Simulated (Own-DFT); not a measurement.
# Computed records: GaN (wurtzite, strained, atoms displaced), Si3N4 (beta silicon nitride, strained, atoms displaced)

A calculation, not a measurement: plane-wave PBE density functional theory by an unreviewed code, no spin, of a simulated periodic cell, stress positive in tension, free energy of the whole cell less one offset for each atom, forces on such cells passed a denser k mesh, this cell's mesh not checked; offsets are fitted by least squares, one for each functional and potential file, so energies compare only between cells with the same atoms and settings and are not formation energies; the far tail of each file's local potential was reset to the Coulomb form; each entry is a single point on an unrelaxed cell, so the pressure reflects the starting lattice, mostly measured values (interpolated for alloys), from which strain is counted, and rises with the displacements; printed positions are rounded, which can move forces by about a meV/angstrom; the program, named Own-DFT, is a retired in-house code; no spin-orbit coupling. Program: Own-DFT development build.

Common to all runs: functional PBE.

(1) GaN (wurtzite, strained, atoms displaced)

```
GaN
1.0
     12.7560     0.0319     0.0000
     -4.7628     8.2733     0.0000
      0.0000     0.0000    10.3700
Ga N Ga N Ga N Ga N Ga N Ga N Ga N Ga N Ga N Ga N Ga N Ga N Ga N Ga N Ga N Ga N Ga N Ga N Ga N Ga N Ga N Ga N Ga N Ga N
2 2 2 2 2 2 2 2 2 2 2 2 2 2 2 2 2 2 2 2 2 2 2 2 2 2 2 2 2 2 2 2 2 2 2 2 2 2 2 2 2 2 2 2 2 2 2 2
Direct
  0.08179 0.22481 0.98967
  0.16517 0.11506 0.24960
  0.07847 0.20045 0.18599
  0.16621 0.11519 0.43767
  0.07730 0.21884 0.49702
  0.17403 0.11176 0.75375
  0.07951 0.22797 0.68894
  0.16102 0.11198 0.93222
  0.09001 0.55356 0.99738
  0.16878 0.44892 0.24388
  0.08699 0.55131 0.19379
  0.17371 0.44897 0.43952
  0.08457 0.55433 0.51481
  0.16048 0.44444 0.76077
  0.08371 0.55456 0.68468
  0.16661 0.44919 0.93782
  0.08361 0.89147 0.00770
  0.16923 0.77912 0.24283
  0.08540 0.89652 0.17706
  0.16533 0.78027 0.44385
  0.08187 0.89450 0.49818
  0.16113 0.77635 0.75061
  0.09011 0.88900 0.68901
  0.17413 0.78192 0.94131
  0.33292 0.22028 0.00542
  0.41066 0.11627 0.25294
  0.33482 0.22008 0.19058
  0.42315 0.12131 0.44176
  0.33598 0.22501 0.49391
  0.41725 0.10979 0.74770
  0.33300 0.22635 0.68923
  0.42061 0.12174 0.93913
  0.33667 0.55906 0.00060
  0.42497 0.44614 0.24638
  0.33550 0.55092 0.18786
  0.41259 0.44273 0.44124
  0.33420 0.54587 0.49720
  0.41962 0.44285 0.75148
  0.33228 0.56129 0.68937
  0.41721 0.44544 0.94605
  0.33829 0.88383 0.00194
  0.42215 0.77763 0.25231
  0.33280 0.89062 0.19685
  0.42344 0.78023 0.44271
  0.33750 0.89265 0.50008
  0.41341 0.77455 0.75100
  0.32929 0.89367 0.68655
  0.42202 0.78566 0.94277
  0.58414 0.21835 0.00550
  0.66993 0.10351 0.23993
  0.58344 0.21621 0.18565
  0.66386 0.10780 0.43536
  0.58241 0.22348 0.49890
  0.66337 0.09815 0.74857
  0.58458 0.22587 0.68793
  0.66620 0.11039 0.93936
  0.58434 0.55112 0.00095
  0.66715 0.44650 0.24465
  0.58689 0.55873 0.18798
  0.66157 0.43878 0.43502
  0.58878 0.56036 0.49993
  0.66488 0.45114 0.74583
  0.58185 0.55771 0.69129
  0.67025 0.45488 0.93473
  0.58293 0.88092 0.99765
  0.66321 0.78179 0.25365
  0.58801 0.88866 0.18579
  0.65892 0.77776 0.43559
  0.58745 0.89347 0.50518
  0.66452 0.77414 0.74894
  0.58455 0.88868 0.69435
  0.66245 0.77634 0.94295
  0.83242 0.22499 0.99555
  0.91084 0.10116 0.24969
  0.83532 0.22671 0.19027
  0.91178 0.11016 0.43623
  0.83306 0.22774 0.49419
  0.91976 0.11597 0.74995
  0.82734 0.22726 0.68466
  0.91736 0.10806 0.93543
  0.84253 0.56071 0.99441
  0.91170 0.44029 0.25061
  0.83435 0.55589 0.18222
  0.91396 0.43703 0.42832
  0.83031 0.54896 0.50404
  0.92533 0.44362 0.75213
  0.83809 0.56589 0.68373
  0.90762 0.43962 0.93452
  0.84175 0.89855 0.99815
  0.92232 0.78827 0.25338
  0.82975 0.88900 0.18207
  0.92253 0.77775 0.44440
  0.82912 0.87880 0.50003
  0.91373 0.77115 0.76383
  0.83598 0.88736 0.68624
  0.91198 0.77873 0.93465
```

Here we set potential files PseudoDojo norm-conserving, scalar-relativistic, standard set with the stringent files for Ga, wave cutoff 96 hartree, occupations Gaussian, smearing width 0.01 eV and k mesh 3 x 4 x 3 centred on Gamma.

The calculation gives: free energy of cell above offsets -4.725 eV; pressure 7.11 GPa; stress xx -6.98 GPa; stress yy -6.33 GPa; stress zz -8.03 GPa; stress yz -0.46 GPa; stress xz 0.38 GPa; stress xy 1.89 GPa.

Force:
| element | x (eV/Å) | y (eV/Å) | z (eV/Å) |
| --- | --- | --- | --- |
| Ga | 0.443 | -0.542 | 1.65 |
| Ga | 1.638 | -0.568 | 0.636 |
| N | -2.217 | 2.82 | -1.184 |
| N | 0.241 | -0.213 | -0.101 |
| Ga | 0.268 | 0.971 | 0.333 |
| Ga | -1.281 | -0.267 | -1.446 |
| N | 1.25 | -0.199 | -0.09 |
| N | 1.235 | -0.054 | 1.578 |
| Ga | -2.564 | 1.144 | 1.544 |
| Ga | 1.115 | -1.775 | 1.606 |
| N | -1.82 | 0.694 | -1.723 |
| N | -1.508 | -0.798 | -0.509 |
| Ga | 0.15 | 0.296 | -4.987 |
| Ga | 1.763 | 0.075 | -2.836 |
| N | -0.061 | 0.322 | 3.363 |
| N | 1.397 | -0.699 | 0.876 |
| Ga | 0.122 | 0.029 | -3.886 |
| Ga | -0.799 | -0.549 | 1.652 |
| N | 0.39 | -0.817 | 3.845 |
| N | 0.425 | -0.2 | -0.946 |
| Ga | 1.608 | 0.011 | 1.1 |
| Ga | 1.495 | 0.346 | 0.234 |
| N | -2.232 | 0.601 | 0.035 |
| N | -1.076 | -0.711 | -0.166 |
| Ga | -0.443 | 0.065 | -0.947 |
| Ga | 2.823 | -1.082 | 0.354 |
| N | -1.611 | 0.93 | -0.213 |
| N | -0.955 | -1.293 | -0.773 |
| Ga | -0.714 | -0.416 | 1.286 |
| Ga | -0.148 | 0.801 | 0.463 |
| N | 0.735 | -0.034 | -0.638 |
| N | 0.149 | -1.441 | -0.059 |
| Ga | 0.21 | -0.009 | 0.018 |
| Ga | -1.014 | -0.271 | 0.783 |
| N | -0.102 | 0.628 | -0.04 |
| N | 2.471 | 0.138 | -1.277 |
| Ga | -1.361 | 1.936 | 1.168 |
| Ga | -1.424 | 0.279 | 0.4 |
| N | 0.263 | -1.315 | 0.444 |
| N | -0.15 | -0.316 | -0.846 |
| Ga | -1.279 | 2.027 | 0.654 |
| Ga | -0.683 | 0.169 | 0.446 |
| N | 1.144 | 0.062 | -1.003 |
| N | -0.593 | -0.441 | -0.345 |
| Ga | -0.472 | -0.436 | -0.405 |
| Ga | -0.316 | 0.872 | -0.296 |
| N | 1.023 | -0.885 | 0.608 |
| N | -0.081 | -1.526 | -0.887 |
| Ga | -0.335 | 1.048 | -1.541 |
| Ga | -1.154 | 1.192 | 1.431 |
| N | -0.544 | 0.446 | 1.22 |
| N | 0.235 | 0.461 | -0.21 |
| Ga | 1.161 | -0.265 | 0.418 |
| Ga | -0.625 | 2.759 | 0.684 |
| N | 0.137 | -0.378 | -0.001 |
| N | 0.265 | -0.541 | -0.199 |
| Ga | -0.158 | 0.884 | -0.121 |
| Ga | 0.82 | -0.63 | 0.142 |
| N | -0.131 | 0.166 | 0.234 |
| N | 0.598 | 1.305 | 0.03 |
| Ga | -1.103 | -0.868 | -0.054 |
| Ga | 1.606 | -0.909 | 0.747 |
| N | -0.028 | 0.07 | -1.166 |
| N | 0.924 | -1.108 | 0.211 |
| Ga | -0.008 | 1.576 | 0.458 |
| Ga | 1.506 | -0.791 | -0.954 |
| N | -1.286 | -0.517 | -0.394 |
| N | 1.75 | -0.215 | 0.756 |
| Ga | -0.882 | 0.191 | -0.037 |
| Ga | 0.761 | 0.87 | 1.055 |
| N | -0.475 | -1.306 | -0.85 |
| N | 1.869 | -0.25 | -1.101 |
| Ga | 0.108 | -0.974 | 0.776 |
| Ga | 0.268 | 1.293 | -0.102 |
| N | 0.546 | -0.997 | -1.313 |
| N | 0.452 | -0.837 | 0.225 |
| Ga | -0.398 | -1.269 | 0.57 |
| Ga | -1.077 | -0.921 | -1.057 |
| N | 1.323 | -0.429 | 0.254 |
| N | -0.909 | 1.481 | -0.099 |
| Ga | -2.403 | -0.144 | 0.909 |
| Ga | 0.615 | 1.102 | -0.984 |
| N | 0.113 | 0.812 | 0.608 |
| N | 0.089 | 1.662 | 2.289 |
| Ga | 0.477 | 0.201 | -1.307 |
| Ga | -2.46 | -0.329 | -0.887 |
| N | 0.161 | -1.44 | 1.229 |
| N | 2.746 | 0.642 | -0.01 |
| Ga | -1.717 | -1.635 | 0.208 |
| Ga | -0.326 | -1.163 | -0.489 |
| N | 0.39 | -0.72 | 1.088 |
| N | -1.713 | -0.642 | -1.464 |
| Ga | -0.003 | 0.994 | 0.05 |
| Ga | 0.469 | 1.397 | -4.006 |
| N | -0.667 | 0.062 | 0.649 |
| N | 1.557 | 0.3 | 2.633 |

(2) GaN (wurtzite, strained, atoms displaced)

```
GaN
1.0
     12.7560     0.0000     0.0000
     -4.7835     8.2853     0.0000
      0.0000     0.0000    10.6552
Ga N Ga N Ga N Ga N Ga N Ga N Ga N Ga N Ga N Ga N Ga N Ga N Ga N Ga N Ga N Ga N Ga N Ga N Ga N Ga N Ga N Ga N Ga N Ga N
2 2 2 2 2 2 2 2 2 2 2 2 2 2 2 2 2 2 2 2 2 2 2 2 2 2 2 2 2 2 2 2 2 2 2 2 2 2 2 2 2 2 2 2 2 2 2 2
Direct
  0.08457 0.22037 0.00326
  0.16137 0.10858 0.24932
  0.08756 0.22741 0.18231
  0.16994 0.11656 0.43943
  0.08421 0.22250 0.49952
  0.16168 0.10837 0.75490
  0.07339 0.21845 0.69528
  0.16948 0.11644 0.94351
  0.07554 0.55128 0.99592
  0.16390 0.44301 0.25914
  0.09097 0.56270 0.18886
  0.16718 0.44610 0.43783
  0.08313 0.55490 0.49793
  0.16287 0.44157 0.75104
  0.08258 0.55468 0.67749
  0.16243 0.44555 0.94452
  0.08103 0.88717 0.00615
  0.16994 0.78089 0.25521
  0.08395 0.89376 0.18547
  0.16201 0.77691 0.43343
  0.08306 0.89935 0.51047
  0.16434 0.77578 0.74458
  0.08670 0.89287 0.69193
  0.17453 0.78207 0.94237
  0.33352 0.21649 0.00329
  0.42063 0.12596 0.24772
  0.33057 0.21489 0.18849
  0.41158 0.10678 0.43680
  0.33863 0.22056 0.49726
  0.41882 0.11887 0.74663
  0.33120 0.22219 0.68713
  0.41716 0.11570 0.93893
  0.32899 0.55589 0.99676
  0.41148 0.43738 0.25275
  0.32909 0.54972 0.18415
  0.41686 0.43842 0.43743
  0.33656 0.56371 0.49890
  0.41627 0.44649 0.75035
  0.33242 0.54551 0.69417
  0.42551 0.45426 0.93566
  0.33381 0.89403 0.00184
  0.41775 0.77576 0.24805
  0.33793 0.89606 0.18154
  0.41345 0.77991 0.43655
  0.33120 0.88341 0.50572
  0.41917 0.78586 0.75050
  0.34130 0.89267 0.68873
  0.41281 0.77837 0.93657
  0.58197 0.22191 0.00015
  0.67582 0.11301 0.25160
  0.58814 0.23268 0.19219
  0.66232 0.10328 0.43836
  0.58166 0.22622 0.50370
  0.67400 0.12357 0.75670
  0.58265 0.21842 0.68909
  0.66219 0.11745 0.93166
  0.58072 0.54720 0.00103
  0.67536 0.45529 0.24525
  0.59005 0.56096 0.19276
  0.66068 0.44150 0.43811
  0.58884 0.56358 0.50313
  0.66243 0.45254 0.74588
  0.58437 0.55471 0.69579
  0.67226 0.45162 0.93780
  0.57451 0.88463 0.99760
  0.66515 0.78496 0.25218
  0.59958 0.89565 0.18747
  0.66650 0.78136 0.43783
  0.58194 0.89259 0.50444
  0.66546 0.77701 0.74935
  0.58148 0.88599 0.68833
  0.66065 0.77477 0.93410
  0.83648 0.22509 0.99047
  0.91344 0.11192 0.24746
  0.83193 0.22589 0.19403
  0.91552 0.11408 0.44229
  0.83524 0.22539 0.49740
  0.91418 0.11137 0.74621
  0.83859 0.21786 0.69755
  0.91439 0.10684 0.93658
  0.83039 0.55848 0.00338
  0.91659 0.44860 0.25678
  0.83934 0.56070 0.18715
  0.91511 0.44359 0.43800
  0.83449 0.56026 0.50195
  0.92633 0.44619 0.74315
  0.83156 0.55222 0.68919
  0.92477 0.46239 0.94417
  0.83548 0.89693 0.00019
  0.91973 0.78125 0.25246
  0.83524 0.88845 0.18877
  0.91762 0.78056 0.43316
  0.83564 0.89154 0.49914
  0.91589 0.77692 0.75727
  0.83608 0.87836 0.68812
  0.91744 0.78191 0.94074
```

Settings of this run: potential files PseudoDojo norm-conserving, scalar-relativistic, standard set with the stringent files for Ga, wave cutoff 96 hartree, occupations Gaussian, smearing width 0.01 eV and k mesh 3 x 4 x 3 centred on Gamma.

Results for GaN (wurtzite, strained, atoms displaced): free energy of cell above offsets -6.289 eV; pressure 1.77 GPa; stress xx -5.64 GPa; stress yy -3.4 GPa; stress zz 3.73 GPa; stress yz 0.42 GPa; stress xz -0.65 GPa; stress xy 1.02 GPa.

Force:
| element | x (eV/Å) | y (eV/Å) | z (eV/Å) |
| --- | --- | --- | --- |
| Ga | -0.56 | 0.522 | -0.564 |
| Ga | 0.503 | 0.396 | 0.361 |
| N | -0.885 | -0.482 | 1.465 |
| N | -0.429 | -0.369 | -0.253 |
| Ga | -0.118 | 0.223 | 0.644 |
| Ga | 0.477 | 1.118 | 0.331 |
| N | 2.003 | 0.574 | -1.261 |
| N | -0.091 | -0.822 | -0.752 |
| Ga | 2.921 | 2.291 | 2.156 |
| Ga | 0.185 | 0.421 | -1.719 |
| N | -1.079 | -0.722 | 0.234 |
| N | 0.151 | -0.198 | 0.769 |
| Ga | -0.21 | 0.388 | -0.849 |
| Ga | 0.643 | 0.155 | 0.53 |
| N | 0.937 | 0.614 | 0.881 |
| N | 0.233 | -0.568 | -1.464 |
| Ga | 0.819 | 0.19 | -0.842 |
| Ga | 0.064 | 0.355 | -1.338 |
| N | 0.388 | -0.662 | 0.814 |
| N | 0.159 | 0.414 | 1.74 |
| Ga | 0.527 | -0.753 | -1.42 |
| Ga | 1.132 | 0.541 | 1.339 |
| N | -0.6 | -0.631 | -0.133 |
| N | -1.925 | -0.694 | -1.351 |
| Ga | -0.501 | 1.416 | -0.222 |
| Ga | 1.434 | -1.697 | 0.739 |
| N | -1.083 | 1.015 | -0.286 |
| N | 1.185 | -0.262 | -0.061 |
| Ga | -1.186 | 0.317 | 0.905 |
| Ga | -0.24 | -0.541 | 0.823 |
| N | -0.115 | -0.084 | -0.041 |
| N | 0.478 | -0.255 | -0.723 |
| Ga | 0.751 | -0.168 | 0.359 |
| Ga | 0.659 | 0.855 | -0.475 |
| N | 0.514 | 0.514 | 0.613 |
| N | -0.411 | 1.324 | 0.297 |
| Ga | 0.553 | -1.388 | 0.609 |
| Ga | 0.763 | -0.841 | 0.631 |
| N | -1.658 | 1.678 | -1.199 |
| N | -1.804 | -1.645 | 0.254 |
| Ga | 0.464 | -0.047 | -0.156 |
| Ga | -0.141 | 0.505 | -0.374 |
| N | 0.277 | -0.029 | 1.412 |
| N | 0.796 | -0.116 | -0.207 |
| Ga | -0.713 | 0.777 | -0.871 |
| Ga | 0.628 | -1.442 | 0.588 |
| N | -1.836 | -0.153 | -0.324 |
| N | -0.078 | 0.08 | -0.042 |
| Ga | -0.174 | 0.995 | 0.607 |
| Ga | -2.445 | -0.177 | 0.462 |
| N | 0.572 | -0.809 | -0.746 |
| N | 0.161 | 1.663 | 0.16 |
| Ga | 0.321 | -0.908 | -0.585 |
| Ga | -0.545 | -1.148 | -1.396 |
| N | 0.047 | 1.124 | -0.266 |
| N | 1.338 | -0.593 | 1.539 |
| Ga | 0.479 | 1.67 | 0.728 |
| Ga | -0.586 | -0.572 | 1.022 |
| N | -1.24 | -0.308 | -0.659 |
| N | 1.162 | 0.903 | -0.011 |
| Ga | -0.615 | -0.69 | -0.27 |
| Ga | 2.637 | -1.659 | 1.339 |
| N | -1.772 | 0.854 | -2.006 |
| N | -0.584 | -1.027 | -0.422 |
| Ga | 1.508 | 0.444 | 0.166 |
| Ga | 2.487 | -1.74 | 0.45 |
| N | -3.651 | 0.454 | -1.199 |
| N | 0.029 | 0.181 | 0.423 |
| Ga | 0.221 | -0.662 | -0.04 |
| Ga | 0.229 | 0.386 | 0.571 |
| N | 0.458 | 0.919 | -0.014 |
| N | 0.647 | 0.607 | 0.568 |
| Ga | -0.804 | 0.353 | 1.019 |
| Ga | 0.841 | 0.05 | 0.216 |
| N | 1.438 | 0.855 | -1.452 |
| N | 0.699 | -0.085 | -0.785 |
| Ga | -0.895 | -0.702 | 0.692 |
| Ga | 1.101 | -2.411 | 1.317 |
| N | -2.25 | 1.495 | -1.694 |
| N | 0.184 | 1.313 | -0.239 |
| Ga | 0.683 | 0.446 | -0.122 |
| Ga | 0.99 | 0.249 | -1.151 |
| N | -0.071 | 0.191 | 0.239 |
| N | -0.133 | 0.363 | 0.535 |
| Ga | -0.476 | -0.409 | -0.002 |
| Ga | -2.166 | -0.167 | 1.182 |
| N | 0.66 | 0.204 | -0.155 |
| N | -2.314 | -2.683 | -2.065 |
| Ga | -0.828 | -1.745 | 0.393 |
| Ga | -0.073 | 0.072 | -0.581 |
| N | -0.288 | 0.406 | -0.07 |
| N | 0.199 | 0.099 | 1.061 |
| Ga | -0.354 | -0.4 | 0.307 |
| Ga | 0.642 | -0.635 | -0.057 |
| N | -1.425 | 1.193 | -0.507 |
| N | -0.022 | -0.076 | -0.066 |

(3) Si3N4 (beta silicon nitride, strained, atoms displaced)

```
Si3N4
1.0
      7.4915     0.0522    -0.1069
     -3.7006     6.5528     0.0128
     -0.1227    -0.0539     8.6919
Si N Si N Si N
6 8 6 8 6 8
Direct
  0.18246 0.76514 0.08370
  0.22796 0.39095 0.08383
  0.59376 0.82770 0.08382
  0.82492 0.23039 0.24462
  0.76039 0.59235 0.25517
  0.39378 0.16475 0.25330
  0.33539 0.04095 0.10072
  0.96585 0.29397 0.08617
  0.69282 0.66298 0.08579
  0.66356 0.96670 0.25262
  0.01833 0.68912 0.26150
  0.29561 0.33391 0.24994
  0.32652 0.66192 0.08660
  0.67271 0.34167 0.24874
  0.18282 0.77435 0.42481
  0.23554 0.39662 0.42252
  0.61324 0.84607 0.42230
  0.82144 0.23352 0.58962
  0.76087 0.59650 0.58316
  0.39559 0.16919 0.57914
  0.33961 0.04285 0.42134
  0.96279 0.28778 0.41727
  0.69120 0.65596 0.41047
  0.66339 0.96370 0.58945
  0.02991 0.69491 0.58070
  0.30509 0.33142 0.57247
  0.33778 0.67156 0.42383
  0.65759 0.32456 0.58402
  0.18614 0.78861 0.75398
  0.22492 0.40882 0.75420
  0.59218 0.81190 0.75793
  0.81984 0.22657 0.92551
  0.76923 0.59837 0.91793
  0.40552 0.18622 0.91151
  0.31826 0.03493 0.74571
  0.97533 0.29404 0.74727
  0.69270 0.65669 0.75332
  0.67333 0.97152 0.91896
  0.04417 0.71203 0.91261
  0.29538 0.33022 0.91802
  0.34085 0.66909 0.75195
  0.68245 0.34665 0.92245
```

It was run with potential files PseudoDojo norm-conserving, scalar-relativistic, standard set, wave cutoff 42 hartree, occupations Fermi-Dirac, smearing width 0.1 eV and k mesh 3 x 3 x 3 centred on Gamma.

The calculation gives: free energy of cell above offsets -2.050 eV; pressure 14.66 GPa; stress xx -15.02 GPa; stress yy -10.5 GPa; stress zz -18.48 GPa; stress yz -3.38 GPa; stress xz -5.52 GPa; stress xy 5.97 GPa.

Force:
| element | x (eV/Å) | y (eV/Å) | z (eV/Å) |
| --- | --- | --- | --- |
| Si | -4.135 | 1.506 | 2.527 |
| Si | -2.111 | 2.711 | 0.558 |
| Si | -0.634 | -1.355 | 0.949 |
| Si | -0.959 | 0.391 | 2.565 |
| Si | 2.335 | -0.743 | -2.037 |
| Si | 1.753 | 5.66 | 3.402 |
| N | 0.005 | -4.277 | -7.792 |
| N | 1.53 | 0.306 | -0.472 |
| N | -0.378 | 0.898 | -1.466 |
| N | 0.423 | 1.339 | -1.139 |
| N | 2.304 | 2.09 | -2.091 |
| N | 1.775 | -1.402 | 1.29 |
| N | 3.6 | -1.114 | -0.489 |
| N | -1.5 | -2.992 | 0.05 |
| Si | -0.884 | -1.055 | -1.65 |
| Si | -5.049 | 3.719 | -4.57 |
| Si | -1.576 | -4.431 | -1.292 |
| Si | 0.954 | -0.949 | -2.416 |
| Si | 2.445 | -1.993 | -0.806 |
| Si | 1.816 | 2.335 | 2.204 |
| N | -0.435 | -4.071 | -2.035 |
| N | 0.933 | 0.199 | 0.909 |
| N | -2.649 | 2.506 | 3.337 |
| N | 0.746 | 1.599 | 2.247 |
| N | -0.8 | 0.731 | 2.162 |
| N | 0.5 | -0.265 | 6.786 |
| N | 1.627 | -0.437 | -0.164 |
| N | -0.673 | 1.777 | 0.67 |
| Si | -0.273 | -4.383 | -1.722 |
| Si | 1.814 | 0.778 | -2.345 |
| Si | -0.522 | 2.741 | -1.622 |
| Si | 1.513 | 0.901 | -2.678 |
| Si | 2.263 | 0.7 | 1.786 |
| Si | 2.765 | -1.233 | 2.306 |
| N | 0.623 | 2.405 | 1.168 |
| N | -2.166 | -0.91 | 2.484 |
| N | -0.143 | 0.496 | -0.91 |
| N | -0.33 | -1.132 | -0.096 |
| N | -1.992 | -0.605 | 1.035 |
| N | 0 | 0.222 | -0.5 |
| N | -1.983 | -0.371 | 0.514 |
| N | -2.532 | -2.291 | -0.656 |
